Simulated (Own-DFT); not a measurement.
## Calculated data, GaP (zincblende, strained, atoms displaced), SiC (4H silicon carbide, atoms displaced), Si3N4 (beta silicon nitride, strained, atoms displaced), SiC (2H silicon carbide, atoms displaced)

A calculation, not a measurement: plane-wave PBE density functional theory by an unreviewed code, no spin, of a simulated periodic cell, stress positive in tension, free energy of the whole cell less one offset for each atom, forces on such cells passed a denser k mesh, this cell's mesh not checked; offsets are fitted by least squares, one for each functional and potential file, so energies compare only between cells with the same atoms and settings and are not formation energies; the far tail of each file's local potential was reset to the Coulomb form; each entry is a single point on an unrelaxed cell, so the pressure reflects the starting lattice, mostly measured values (interpolated for alloys), from which strain is counted, and rises with the displacements; printed positions are rounded, which can move forces by about a meV/angstrom; the program, named Own-DFT, is a retired in-house code; no spin-orbit coupling. Program: Own-DFT development build.

Settings shared by all entries: functional PBE; potential files PseudoDojo norm-conserving, scalar-relativistic, standard set; wave cutoff 42 hartree; occupations Fermi-Dirac; smearing width 0.1 eV.

```json
{"entry": 1, "formula": "GaP", "kind": "zincblende, strained, atoms displaced", "structure": {"cell_angstrom": [[10.862, 0.0, 0.0], [0.0, 10.862, 0.0], [0.0, 0.0, 10.9439]], "atoms_fractional": [["Ga", 0.00342, 0.99901, 4e-05], ["Ga", 0.99677, 0.25249, 0.2485], ["Ga", 0.24736, 0.00269, 0.24732], ["Ga", 0.25454, 0.24959, 0.99737], ["P", 0.12455, 0.12789, 0.12462], ["P", 0.12713, 0.37107, 0.37839], ["P", 0.37188, 0.12451, 0.3748], ["P", 0.37799, 0.37381, 0.12619], ["Ga", 0.99897, 0.00024, 0.50487], ["Ga", 0.99688, 0.25156, 0.74973], ["Ga", 0.24881, 0.9948, 0.7478], ["Ga", 0.24527, 0.25158, 0.50373], ["P", 0.12607, 0.12193, 0.62601], ["P", 0.11761, 0.36762, 0.87548], ["P", 0.37169, 0.12564, 0.87505], ["P", 0.37299, 0.37504, 0.62609], ["Ga", 0.99867, 0.50164, 0.00039], ["Ga", 0.00039, 0.75168, 0.25356], ["Ga", 0.24973, 0.50271, 0.25019], ["Ga", 0.24558, 0.74593, 0.00144], ["P", 0.12552, 0.63057, 0.12297], ["P", 0.12884, 0.87384, 0.37525], ["P", 0.37271, 0.62296, 0.37612], ["P", 0.38024, 0.8801, 0.12062], ["Ga", 0.0015, 0.501, 0.50251], ["Ga", 0.99981, 0.74677, 0.74818], ["Ga", 0.24977, 0.50136, 0.75143], ["Ga", 0.24583, 0.75217, 0.49956], ["P", 0.12917, 0.62345, 0.62631], ["P", 0.12808, 0.86857, 0.87917], ["P", 0.37269, 0.62677, 0.87591], ["P", 0.37515, 0.87254, 0.62234], ["Ga", 0.50174, 0.99775, 0.99974], ["Ga", 0.50196, 0.25041, 0.24575], ["Ga", 0.75002, 0.00549, 0.24682], ["Ga", 0.75401, 0.25032, 0.99736], ["P", 0.62493, 0.12271, 0.12463], ["P", 0.62655, 0.37449, 0.37146], ["P", 0.87602, 0.1283, 0.37642], ["P", 0.87139, 0.377, 0.12683], ["Ga", 0.50388, 0.99698, 0.49703], ["Ga", 0.50093, 0.25163, 0.75121], ["Ga", 0.75036, 0.00152, 0.75073], ["Ga", 0.74869, 0.24984, 0.50064], ["P", 0.62179, 0.12953, 0.6266], ["P", 0.63143, 0.36891, 0.86732], ["P", 0.87581, 0.12622, 0.87203], ["P", 0.87545, 0.36847, 0.62088], ["Ga", 0.4986, 0.50014, 0.00307], ["Ga", 0.50289, 0.74875, 0.25407], ["Ga", 0.74837, 0.49994, 0.25202], ["Ga", 0.7505, 0.74962, 0.00484], ["P", 0.62482, 0.6263, 0.12687], ["P", 0.62493, 0.87488, 0.37513], ["P", 0.87566, 0.62413, 0.38154], ["P", 0.87196, 0.87876, 0.12666], ["Ga", 0.49809, 0.50424, 0.49726], ["Ga", 0.49663, 0.74945, 0.74927], ["Ga", 0.74661, 0.49369, 0.75078], ["Ga", 0.75303, 0.75421, 0.49629], ["P", 0.62334, 0.62745, 0.62309], ["P", 0.62115, 0.87456, 0.87737], ["P", 0.87549, 0.62702, 0.87784], ["P", 0.8767, 0.87363, 0.62299]]}, "settings": {"hardware": "one NVIDIA H100", "k_mesh": "3 x 3 x 3 centred on Gamma"}, "results": {"free_energy_of_cell_above_offsets [eV]": "-34.992", "pressure [GPa]": 3.16, "stress_xx [GPa]": -3.34, "stress_yy [GPa]": -3.33, "stress_zz [GPa]": -2.81, "stress_yz [GPa]": 0.15, "stress_xz [GPa]": -0.19, "stress_xy [GPa]": 0.01, "force_element": ["Ga", "Ga", "Ga", "Ga", "P", "P", "P", "P", "Ga", "Ga", "Ga", "Ga", "P", "P", "P", "P", "Ga", "Ga", "Ga", "Ga", "P", "P", "P", "P", "Ga", "Ga", "Ga", "Ga", "P", "P", "P", "P", "Ga", "Ga", "Ga", "Ga", "P", "P", "P", "P", "Ga", "Ga", "Ga", "Ga", "P", "P", "P", "P", "Ga", "Ga", "Ga", "Ga", "P", "P", "P", "P", "Ga", "Ga", "Ga", "Ga", "P", "P", "P", "P"], "force_x [eV/angstrom]": [-0.228, 0.323, 0.435, -0.528, -0.08, -0.52, 0.372, -0.564, 0.278, 0.184, 0.176, 0.713, -0.321, 0.859, 0.648, 0.293, 0.135, -0.285, -0.181, 1.241, -0.555, -0.657, -0.062, -0.881, 0.152, 0.158, -0.102, 0.538, -0.484, -0.585, 0.21, 0.054, -0.129, -0.143, 0.066, -0.263, 0.067, -0.445, -0.121, 0.288, -0.554, -0.722, -0.315, -0.246, 0.263, -0.97, 0.221, -0.023, 0.43, -0.65, 0.201, -0.147, 0.053, 0.567, 0.079, 0.557, 0.246, 0.217, 0.805, -0.402, 0.406, 0.662, -0.459, -0.274], "force_y [eV/angstrom]": [0.098, -0.034, -0.233, 0.209, 0.068, 0.768, 0.259, 0.278, 0.03, -0.614, 0.085, -0.529, 0.281, 1.049, -0.491, 0.211, -0.218, -0.002, -0.404, 0.669, -0.962, 0.597, 0.656, -1.002, -0.419, 0.157, -0.619, -0.419, 0.177, 0.562, -0.401, 0.245, 0.736, -0.423, -0.236, -0.284, 0.586, 0.02, -0.465, 0.142, 0.589, -0.211, -0.239, -0.126, -0.765, 0.454, -0.499, 0.982, -0.128, 0.223, 0.342, 0.248, -0.269, 0.201, -0.032, -0.277, -0.685, 0.03, 0.947, -0.288, -0.16, -0.257, -0.36, 0.153], "force_z [eV/angstrom]": [-0.129, 0.189, -0.016, 0.355, -0.112, -0.678, 0.1, -0.216, -0.714, -0.443, 0.345, -0.02, 0.311, 0.211, -0.373, -0.068, 0.093, -0.105, -0.109, 0.071, 0.772, -0.112, -0.199, 0.835, 0.029, 0.234, 0.372, 0.099, -0.109, -0.749, 0.159, 0.02, -0.353, 0.609, 0.713, 0.319, -0.552, 0.557, -0.049, -0.249, 0.333, -0.125, -0.13, -0.31, -0.336, 1.469, 0.426, 0.361, -0.656, -0.368, 0.027, -0.363, 0.016, -0.386, -0.817, -0.002, 0.289, 0.076, -0.739, 0.445, 0.151, -0.496, -0.461, 0.555], "wall_time [s]": 497.3}}
{"entry": 2, "formula": "SiC", "kind": "4H silicon carbide, atoms displaced", "structure": {"cell_angstrom": [[12.3308, 0.0, 0.0], [-6.1654, 10.6788, 0.0], [0.0, 0.0, 10.0681]], "atoms_fractional": [["Si", 0.99975, 0.9955, 0.4109], ["Si", 0.08256, 0.16612, 0.16063], ["C", 0.99928, 0.99954, 0.09142], ["C", 0.07845, 0.16493, 0.34081], ["Si", 0.00375, 0.25003, 0.4061], ["Si", 0.08548, 0.41664, 0.15452], ["C", 0.00228, 0.25272, 0.09295], ["C", 0.08606, 0.41401, 0.34273], ["Si", 0.00573, 0.50287, 0.40844], ["Si", 0.08204, 0.6661, 0.15618], ["C", 0.99644, 0.49633, 0.09158], ["C", 0.08135, 0.66481, 0.34169], ["Si", 0.00468, 0.75149, 0.40877], ["Si", 0.0814, 0.91405, 0.15425], ["C", 0.0002, 0.7504, 0.0903], ["C", 0.08217, 0.91343, 0.34768], ["Si", 0.25026, 0.99795, 0.4057], ["Si", 0.33502, 0.16475, 0.1551], ["C", 0.24765, 0.99576, 0.09601], ["C", 0.33278, 0.16771, 0.34021], ["Si", 0.25013, 0.25148, 0.40698], ["Si", 0.33395, 0.41533, 0.15486], ["C", 0.25106, 0.25214, 0.0973], ["C", 0.32849, 0.41466, 0.34386], ["Si", 0.24894, 0.50253, 0.40953], ["Si", 0.33326, 0.66884, 0.15631], ["C", 0.25288, 0.50243, 0.08995], ["C", 0.33419, 0.66918, 0.34011], ["Si", 0.24968, 0.75212, 0.40944], ["Si", 0.33233, 0.91684, 0.15728], ["C", 0.25131, 0.75048, 0.09188], ["C", 0.33221, 0.9135, 0.34361], ["Si", 0.49881, 0.99591, 0.40838], ["Si", 0.58736, 0.16482, 0.15571], ["C", 0.50245, 0.00185, 0.09461], ["C", 0.58147, 0.16211, 0.33844], ["Si", 0.50047, 0.24914, 0.4097], ["Si", 0.58341, 0.41793, 0.15537], ["C", 0.49722, 0.24444, 0.09179], ["C", 0.58214, 0.41515, 0.34425], ["Si", 0.49928, 0.50003, 0.40391], ["Si", 0.58292, 0.66151, 0.15758], ["C", 0.49792, 0.49472, 0.09055], ["C", 0.58385, 0.66348, 0.34227], ["Si", 0.49585, 0.74439, 0.40435], ["Si", 0.58358, 0.91385, 0.15857], ["C", 0.4948, 0.74852, 0.08917], ["C", 0.58409, 0.91858, 0.34223], ["Si", 0.75398, 0.00479, 0.41147], ["Si", 0.83441, 0.1656, 0.15811], ["C", 0.74743, 0.99782, 0.09886], ["C", 0.83467, 0.16738, 0.34416], ["Si", 0.75138, 0.24895, 0.40511], ["Si", 0.83731, 0.41669, 0.15558], ["C", 0.74594, 0.247, 0.0913], ["C", 0.83838, 0.41836, 0.3457], ["Si", 0.75307, 0.50266, 0.40899], ["Si", 0.83076, 0.6665, 0.15428], ["C", 0.74762, 0.49656, 0.09216], ["C", 0.82928, 0.66452, 0.34611], ["Si", 0.74872, 0.74732, 0.4048], ["Si", 0.83916, 0.92161, 0.15259], ["C", 0.74882, 0.75111, 0.09608], ["C", 0.83011, 0.91327, 0.33995], ["Si", 0.00411, 0.00185, 0.90872], ["Si", 0.9113, 0.83068, 0.65577], ["C", 0.99973, 0.99428, 0.59293], ["C", 0.91755, 0.83374, 0.84267], ["Si", 0.00312, 0.75032, 0.90881], ["Si", 0.9157, 0.57863, 0.65528], ["C", 0.99684, 0.74996, 0.59228], ["C", 0.92067, 0.584, 0.84238], ["Si", 0.0036, 0.5025, 0.90302], ["Si", 0.92024, 0.33286, 0.65763], ["C", 0.00163, 0.50231, 0.59003], ["C", 0.92014, 0.33314, 0.84156], ["Si", 0.0063, 0.25236, 0.90523], ["Si", 0.91728, 0.08272, 0.65871], ["C", 0.99974, 0.24817, 0.59868], ["C", 0.91945, 0.08139, 0.84048], ["Si", 0.75402, 0.00158, 0.90773], ["Si", 0.66396, 0.82998, 0.65693], ["C", 0.74882, 0.0, 0.59257], ["C", 0.66721, 0.83309, 0.84896], ["Si", 0.75047, 0.74786, 0.90039], ["Si", 0.67003, 0.58308, 0.6537], ["C", 0.74867, 0.75023, 0.59804], ["C", 0.66811, 0.59029, 0.84499], ["Si", 0.75578, 0.50167, 0.90826], ["Si", 0.66948, 0.33462, 0.65617], ["C", 0.75384, 0.5028, 0.59319], ["C", 0.66363, 0.33099, 0.84136], ["Si", 0.74972, 0.24837, 0.9074], ["Si", 0.66297, 0.08405, 0.6547], ["C", 0.75233, 0.25287, 0.5892], ["C", 0.66314, 0.08427, 0.84484], ["Si", 0.49694, 0.99271, 0.90597], ["Si", 0.41742, 0.83339, 0.66197], ["C", 0.4968, 0.99934, 0.59415], ["C", 0.41896, 0.82719, 0.84921], ["Si", 0.49855, 0.74816, 0.90913], ["Si", 0.41181, 0.58508, 0.65427], ["C", 0.50107, 0.75312, 0.59071], ["C", 0.41757, 0.58665, 0.83836], ["Si", 0.50339, 0.49948, 0.91146], ["Si", 0.41723, 0.33752, 0.65924], ["C", 0.50048, 0.49778, 0.59275], ["C", 0.41644, 0.3314, 0.84637], ["Si", 0.49644, 0.24654, 0.90778], ["Si", 0.41829, 0.08303, 0.66215], ["C", 0.50007, 0.24873, 0.59089], ["C", 0.41753, 0.08503, 0.84615], ["Si", 0.24745, 0.99459, 0.91445], ["Si", 0.17005, 0.83567, 0.65813], ["C", 0.24322, 0.99887, 0.59916], ["C", 0.16542, 0.8291, 0.8403], ["Si", 0.25176, 0.74871, 0.90654], ["Si", 0.16512, 0.58369, 0.65681], ["C", 0.25207, 0.75021, 0.59532], ["C", 0.16778, 0.58388, 0.84447], ["Si", 0.25279, 0.49721, 0.90503], ["Si", 0.16425, 0.3309, 0.65457], ["C", 0.24737, 0.50159, 0.59424], ["C", 0.16258, 0.32947, 0.84471], ["Si", 0.25344, 0.25599, 0.90865], ["Si", 0.17527, 0.08659, 0.65469], ["C", 0.2522, 0.25141, 0.59412], ["C", 0.16823, 0.08249, 0.83913]]}, "settings": {"hardware": "one NVIDIA H200", "k_mesh": "3 x 3 x 3 centred on Gamma"}, "results": {"free_energy_of_cell_above_offsets [eV]": "-19.063", "pressure [GPa]": 3.71, "stress_xx [GPa]": -2.59, "stress_yy [GPa]": -2.72, "stress_zz [GPa]": -5.82, "stress_yz [GPa]": 0.14, "stress_xz [GPa]": 0.6, "stress_xy [GPa]": -0.07, "force_element": ["Si", "Si", "C", "C", "Si", "Si", "C", "C", "Si", "Si", "C", "C", "Si", "Si", "C", "C", "Si", "Si", "C", "C", "Si", "Si", "C", "C", "Si", "Si", "C", "C", "Si", "Si", "C", "C", "Si", "Si", "C", "C", "Si", "Si", "C", "C", "Si", "Si", "C", "C", "Si", "Si", "C", "C", "Si", "Si", "C", "C", "Si", "Si", "C", "C", "Si", "Si", "C", "C", "Si", "Si", "C", "C", "Si", "Si", "C", "C", "Si", "Si", "C", "C", "Si", "Si", "C", "C", "Si", "Si", "C", "C", "Si", "Si", "C", "C", "Si", "Si", "C", "C", "Si", "Si", "C", "C", "Si", "Si", "C", "C", "Si", "Si", "C", "C", "Si", "Si", "C", "C", "Si", "Si", "C", "C", "Si", "Si", "C", "C", "Si", "Si", "C", "C", "Si", "Si", "C", "C", "Si", "Si", "C", "C", "Si", "Si", "C", "C"], "force_x [eV/angstrom]": [-1.025, 0.164, 1.011, 1.473, -1.169, -0.096, 0.029, -0.706, -0.476, 0.357, 1.186, 0.735, -1.476, -0.176, -0.149, 0.319, -0.359, -0.665, -0.327, 0.229, -0.058, -0.771, 0.081, 0.633, 0.563, 0.112, -0.022, -0.618, 0.317, 1.104, -0.782, -0.23, -0.177, -1.62, -0.256, 0.127, -0.008, 0.562, 0.553, 0.412, 0.037, -0.806, -0.073, -0.896, 0.769, -0.754, 1.443, 0.541, -0.146, -0.452, 0.945, 0.457, -0.561, -1.391, 1.674, -0.46, -0.097, 0.194, 0.595, 1.36, -0.183, -1.427, 0.42, 0.595, -0.106, 1.399, -0.401, 0.421, -0.825, 0.014, 1.116, -0.403, -0.133, -0.954, 0.487, -0.516, -1.88, 0.261, 0.237, -0.414, -0.875, -0.034, 0.048, -0.369, -0.191, -1.105, -0.25, 1.145, -1.181, -0.539, -0.351, 0.481, -0.225, 0.902, 0.208, 1.135, -0.079, 0.2, 0.293, -1.642, 1.457, 1.729, -0.388, 0.574, -0.683, 0.896, -0.643, -0.07, 0.814, -1.159, -0.139, 0.0, 0.009, -1.299, 3.256, 0.678, -0.374, 0.0, -0.351, 0.565, -0.82, 0.485, 0.148, 1.814, -0.087, -2.744, -0.372, 0.239], "force_y [eV/angstrom]": [0.218, 0.327, 0.701, -0.543, -0.177, 0.374, -0.922, 0.869, -1.101, -0.203, 1.084, 0.648, -1.034, 0.235, -0.498, 0.612, 0.653, 0.28, 0.503, -0.547, -0.679, 0.445, -1.063, 1.022, -0.302, -0.539, -0.42, -0.673, -0.681, -0.228, -0.067, 0.613, 0.575, -0.046, -1.291, 0.61, -0.266, -1.618, 0.993, 0.324, -0.967, 1.019, 0.936, 0.122, 1.691, 0.194, -0.214, -0.972, -1.393, 0.203, 0.768, 0.351, 0.376, -0.714, 0.929, -0.153, -0.983, -0.207, 0.71, 0.657, 0.806, -1.582, -0.127, 0.763, -0.438, 0.445, 1.576, -0.116, -0.141, 1.764, -0.525, -0.11, -0.9, 0.179, -0.754, 0.071, -1.368, -0.858, 0.065, 0.667, -0.198, 0.954, 0.017, 0.148, 1.772, 0.072, -0.526, -2.717, -0.481, -0.266, -0.893, 0.726, 0.435, 0.254, -0.471, -0.701, 1.573, -0.062, -0.285, 1.057, -0.229, -0.022, -0.868, -1.23, 0.413, -0.933, 1.162, 0.954, 0.597, 0.228, 0.297, -1.802, 0.868, -0.889, -0.044, 0.669, -0.146, 0.279, 0.238, -0.337, 0.772, 0.41, -0.611, 1.465, -1.909, -0.432, 0.146, 0.585], "force_z [eV/angstrom]": [-1.098, -1.414, 0.524, 1.697, 0.407, 0.019, -0.005, 0.356, -1.203, -0.56, -0.114, 0.612, -0.269, 1.024, 1.027, -1.229, 0.406, 0.088, 0.313, 1.139, -0.61, 0.635, -0.63, 0.134, -1.183, -0.662, 0.613, 1.095, -0.75, -0.168, 0.437, 0.453, -0.874, -0.315, -0.285, 1.748, -1.635, 0.282, 0.522, 0.06, 0.454, -0.893, 1.271, 0.466, -0.244, -0.5, 1.784, 1.134, -1.674, -0.521, -1.19, 0.327, -0.526, 0.5, 0.596, -0.229, -1.041, 0.493, 0.465, -0.615, 0.379, 0.929, -1.059, 1.033, -1.664, 0.284, 0.677, 0.613, -1.629, -0.045, 0.764, 0.285, 0.447, -0.698, 1.06, 0.786, 0.386, -1.005, -1.397, 1.58, -0.123, 0.443, 1.201, -0.829, 1.789, 0.797, -1.369, -0.564, -0.985, -0.433, 0.359, 0.764, -0.794, 0.333, 0.95, -0.33, 0.69, -0.823, 0.385, -1.099, -0.566, -0.159, 0.31, 1.225, -2.31, -0.523, -0.038, -0.15, -0.122, -0.983, 1.486, 0.406, -2.358, -0.676, -1.649, 1.549, -0.122, 0.299, 0.108, -0.134, -0.377, 0.496, 0.048, -0.724, -0.151, 0.639, -0.17, 1.914], "wall_time [s]": 524.3}}
{"entry": 3, "formula": "Si3N4", "kind": "beta silicon nitride, strained, atoms displaced", "structure": {"cell_angstrom": [[7.6878, -0.1512, -0.1199], [-3.9748, 6.6475, 0.1442], [-0.1375, 0.1117, 8.5971]], "atoms_fractional": [["Si", 0.19248, 0.77141, 0.09251], ["Si", 0.22269, 0.41209, 0.07767], ["Si", 0.59845, 0.83722, 0.08488], ["Si", 0.81962, 0.23328, 0.2572], ["Si", 0.75761, 0.5826, 0.25182], ["Si", 0.39862, 0.16251, 0.25116], ["N", 0.31668, 0.02437, 0.06962], ["N", 0.97507, 0.31154, 0.08404], ["N", 0.70618, 0.67818, 0.07563], ["N", 0.68523, 0.99031, 0.24744], ["N", 0.03223, 0.69052, 0.23934], ["N", 0.29742, 0.32759, 0.25191], ["N", 0.33034, 0.66402, 0.08741], ["N", 0.66654, 0.35059, 0.24986], ["Si", 0.16771, 0.75928, 0.41337], ["Si", 0.24149, 0.39889, 0.4161], ["Si", 0.59727, 0.82693, 0.41968], ["Si", 0.82996, 0.22301, 0.5885], ["Si", 0.77001, 0.59339, 0.59169], ["Si", 0.39836, 0.16716, 0.57797], ["N", 0.33394, 0.02642, 0.40962], ["N", 0.97474, 0.29475, 0.42306], ["N", 0.70583, 0.67031, 0.40777], ["N", 0.65869, 0.95837, 0.57931], ["N", 0.0332, 0.7042, 0.57776], ["N", 0.29619, 0.33718, 0.58616], ["N", 0.33001, 0.66046, 0.4208], ["N", 0.65738, 0.32075, 0.58981], ["Si", 0.17133, 0.78608, 0.74876], ["Si", 0.22871, 0.41217, 0.75091], ["Si", 0.60153, 0.82074, 0.74265], ["Si", 0.83403, 0.23825, 0.91894], ["Si", 0.7608, 0.59214, 0.90942], ["Si", 0.40277, 0.1695, 0.91165], ["N", 0.33247, 0.03865, 0.75687], ["N", 0.97514, 0.30611, 0.75525], ["N", 0.70952, 0.66326, 0.75433], ["N", 0.66986, 0.97582, 0.92256], ["N", 0.04048, 0.69657, 0.91004], ["N", 0.30017, 0.33666, 0.92485], ["N", 0.32832, 0.67203, 0.7408], ["N", 0.66404, 0.3323, 0.92685]]}, "settings": {"k_mesh": "3 x 3 x 3 centred on Gamma"}, "results": {"free_energy_of_cell_above_offsets [eV]": "-1.387", "pressure [GPa]": 11.05, "stress_xx [GPa]": 0.34, "stress_yy [GPa]": -13.46, "stress_zz [GPa]": -20.05, "stress_yz [GPa]": 5.22, "stress_xz [GPa]": -2.55, "stress_xy [GPa]": -6.66, "force_element": ["Si", "Si", "Si", "Si", "Si", "Si", "N", "N", "N", "N", "N", "N", "N", "N", "Si", "Si", "Si", "Si", "Si", "Si", "N", "N", "N", "N", "N", "N", "N", "N", "Si", "Si", "Si", "Si", "Si", "Si", "N", "N", "N", "N", "N", "N", "N", "N"], "force_x [eV/angstrom]": [-2.584, 3.493, 1.426, 0.588, 0.14, -1.092, 0.678, -2.393, -0.838, -0.948, -1.517, 0.886, 2.202, 1.987, 1.712, -2.721, 0.048, -1.789, 0.64, -0.78, -0.34, -0.993, -1.505, 1.174, -1.309, 3.187, 0.452, 1.828, 2.827, 1.711, -2.123, -2.631, 4.856, -0.856, -0.506, -1.386, -4.773, 0.48, -2.278, 0.853, 1.289, 0.908], "force_y [eV/angstrom]": [-1.555, -0.829, -2.671, 5.003, 6.523, 3.784, 0.765, -1.103, 0.46, -5.109, -0.431, -0.953, 2.051, -8.473, -0.663, 1.773, -2.131, 1.166, -1.833, 1.666, -2.014, -0.067, 1.199, 2.94, -0.069, -2.41, 0.862, 1.528, -2.524, 1.132, -1.098, 0.133, -1.476, 4.383, -1.248, -1.331, 3.442, 0.142, -0.906, -0.686, 0.587, 0.037], "force_z [eV/angstrom]": [-3.924, 1.838, 0.562, -1.112, -2.857, -4.308, 4.376, 1.424, 0.992, 0.815, 2.933, -1.004, 0.203, 0.346, -0.852, -1.439, -3.257, -0.705, -3.234, 1.008, 3.138, -0.256, 3.027, 0.913, 0.95, 1.733, -0.781, -0.397, -0.029, 0.493, 3.782, 0.368, 7.679, 2.281, -4.255, -0.947, -5.624, -3.791, 2.158, -2.044, 0.646, -0.847]}}
{"entry": 4, "formula": "SiC", "kind": "2H silicon carbide, atoms displaced", "structure": {"cell_angstrom": [[9.2481, 0.0, 0.0], [-4.6241, 8.0091, 0.0], [0.0, 0.0, 10.0681]], "atoms_fractional": [["Si", 0.00313, 0.99733, 0.99342], ["Si", 0.13012, 0.23264, 0.23985], ["C", 0.99836, 0.99632, 0.18931], ["C", 0.1213, 0.23104, 0.43827], ["Si", 0.00223, 0.00759, 0.50768], ["Si", 0.11735, 0.22551, 0.75402], ["C", 0.99406, 0.00813, 0.6868], ["C", 0.11532, 0.22896, 0.93666], ["Si", 0.99325, 0.32994, 0.99822], ["Si", 0.11669, 0.55613, 0.25629], ["C", 0.00942, 0.34144, 0.18647], ["C", 0.1182, 0.56234, 0.43889], ["Si", 0.00537, 0.33343, 0.5104], ["Si", 0.10232, 0.54779, 0.7506], ["C", 0.99509, 0.33489, 0.68647], ["C", 0.12899, 0.56351, 0.93674], ["Si", 0.01062, 0.67524, 0.99447], ["Si", 0.11582, 0.89342, 0.24799], ["C", 0.99706, 0.66662, 0.19041], ["C", 0.0957, 0.87443, 0.42726], ["Si", 0.00224, 0.67206, 0.49601], ["Si", 0.10617, 0.89227, 0.74091], ["C", 0.00276, 0.66865, 0.6886], ["C", 0.11, 0.87488, 0.94167], ["Si", 0.32784, 0.99488, 0.99692], ["Si", 0.4432, 0.21277, 0.24117], ["C", 0.32892, 0.0015, 0.19515], ["C", 0.44139, 0.22005, 0.44], ["Si", 0.32135, 0.00144, 0.49784], ["Si", 0.43246, 0.21577, 0.73434], ["C", 0.34716, 0.99876, 0.68603], ["C", 0.44862, 0.22682, 0.93397], ["Si", 0.33159, 0.33566, 0.9921], ["Si", 0.44957, 0.55658, 0.243], ["C", 0.3474, 0.33683, 0.1811], ["C", 0.44429, 0.54697, 0.43499], ["Si", 0.33016, 0.33778, 0.49831], ["Si", 0.44241, 0.55607, 0.74457], ["C", 0.32933, 0.32321, 0.68855], ["C", 0.45804, 0.56205, 0.94853], ["Si", 0.32619, 0.66708, 0.00543], ["Si", 0.44021, 0.89032, 0.25357], ["C", 0.33968, 0.66945, 0.18363], ["C", 0.4409, 0.89383, 0.43355], ["Si", 0.32763, 0.6714, 0.50082], ["Si", 0.44734, 0.90402, 0.74834], ["C", 0.3347, 0.66446, 0.68062], ["C", 0.45033, 0.88421, 0.93612], ["Si", 0.655, 0.9961, 0.00538], ["Si", 0.77378, 0.21509, 0.24777], ["C", 0.6683, 0.99939, 0.1892], ["C", 0.77098, 0.22139, 0.42567], ["Si", 0.67277, 0.99702, 0.49432], ["Si", 0.77977, 0.21971, 0.76371], ["C", 0.65499, 0.98979, 0.6975], ["C", 0.77301, 0.21396, 0.93615], ["Si", 0.66952, 0.34029, 0.99999], ["Si", 0.77102, 0.54609, 0.24533], ["C", 0.65975, 0.32372, 0.18454], ["C", 0.76697, 0.56199, 0.45211], ["Si", 0.67089, 0.3182, 0.50236], ["Si", 0.78112, 0.54381, 0.75924], ["C", 0.67155, 0.3172, 0.68701], ["C", 0.78519, 0.55222, 0.94196], ["Si", 0.66327, 0.66069, 0.99356], ["Si", 0.78386, 0.88121, 0.25655], ["C", 0.66738, 0.68692, 0.19181], ["C", 0.79337, 0.89855, 0.44317], ["Si", 0.66089, 0.66037, 0.50697], ["Si", 0.78616, 0.89592, 0.74302], ["C", 0.66179, 0.66866, 0.69622], ["C", 0.78831, 0.90418, 0.93716]]}, "settings": {"hardware": "one NVIDIA H100", "k_mesh": "4 x 4 x 3 centred on Gamma"}, "results": {"free_energy_of_cell_above_offsets [eV]": "-2.493", "pressure [GPa]": 6.41, "stress_xx [GPa]": -6.22, "stress_yy [GPa]": -5.74, "stress_zz [GPa]": -7.26, "stress_yz [GPa]": -0.18, "stress_xz [GPa]": -0.94, "stress_xy [GPa]": -1.67, "force_element": ["Si", "Si", "C", "C", "Si", "Si", "C", "C", "Si", "Si", "C", "C", "Si", "Si", "C", "C", "Si", "Si", "C", "C", "Si", "Si", "C", "C", "Si", "Si", "C", "C", "Si", "Si", "C", "C", "Si", "Si", "C", "C", "Si", "Si", "C", "C", "Si", "Si", "C", "C", "Si", "Si", "C", "C", "Si", "Si", "C", "C", "Si", "Si", "C", "C", "Si", "Si", "C", "C", "Si", "Si", "C", "C", "Si", "Si", "C", "C", "Si", "Si", "C", "C"], "force_x [eV/angstrom]": [-0.403, -1.914, 1.011, -1.551, 1.343, -1.563, 2.913, -0.338, 0.912, -0.734, -0.484, -1.581, -1.06, 1.884, 1.004, -3.861, 0.142, -1.881, 1.012, 0.526, -1.098, 1.7, -0.577, -1.209, 1.593, -0.689, 1.255, -0.059, 1.637, 3.91, -6.285, -0.814, 1.904, -0.326, -0.671, -1.311, 2.196, 0.11, -1.309, -4.134, 4.01, 1.245, -1.267, 0.691, 2.441, 2.684, -1.423, -2.932, 2.936, 1.111, -0.395, 3.108, -2.168, -0.271, 2.938, -0.362, 0.194, -0.706, 0.891, 4.307, -3.137, -1.508, -1.953, -0.403, 2.494, -0.981, 2.006, -1.771, -1.362, -3.266, 2.097, -0.448], "force_y [eV/angstrom]": [0.378, -1.48, 1.655, -1.355, 0.114, 0.331, 0.378, -1.148, 1.034, 0.606, -1.318, -1.621, 0.464, 2.549, -1.246, -2.658, -4.601, -1.508, -0.228, 3.675, -2.632, -0.742, -0.087, 4.969, 1.25, 2.165, -1.498, 0.37, -0.782, 0.609, 0.908, -1.112, 0.618, 0.306, -0.238, 2.495, -0.683, 0.106, 2.245, -1.933, 0.988, -0.222, -0.101, -0.522, 0.192, -5.066, 0.363, 0.217, 0.287, 1.184, -0.732, -0.634, 0.601, -1.696, 2.527, 1.474, -2.342, 1.806, 0.889, -2.97, 2.543, 0.681, 1.508, 1.154, 3.82, 4.107, -5.366, -1.934, 1.617, -1.939, -0.669, -2.121], "force_z [eV/angstrom]": [1.879, 1.288, -0.989, -0.481, -2.893, -0.581, 0.458, 0.06, 0.775, -1.598, -0.002, 0.478, -3.767, -0.379, 2.252, -0.975, 2.755, -0.45, -0.728, 2.756, 0.853, 1.482, -0.218, -2.937, 0.503, 2.356, -2.625, -0.552, -0.814, 2.813, -1.701, -0.652, 0.866, 1.183, -0.18, -0.094, 0.224, 1.805, -1.116, -2.837, -0.86, -1.083, 2.015, 1.524, -0.895, 1.792, 1.863, 0.14, -0.317, -1.167, 0.543, 2.283, 1.117, -3.564, -2.613, 2.988, -0.292, 1.739, 0.033, -2.612, -0.038, -2.557, 0.721, -0.119, 1.768, 0.245, -2.29, -0.261, 0.348, 2.716, -0.693, -0.69], "wall_time [s]": 353.3}}
```
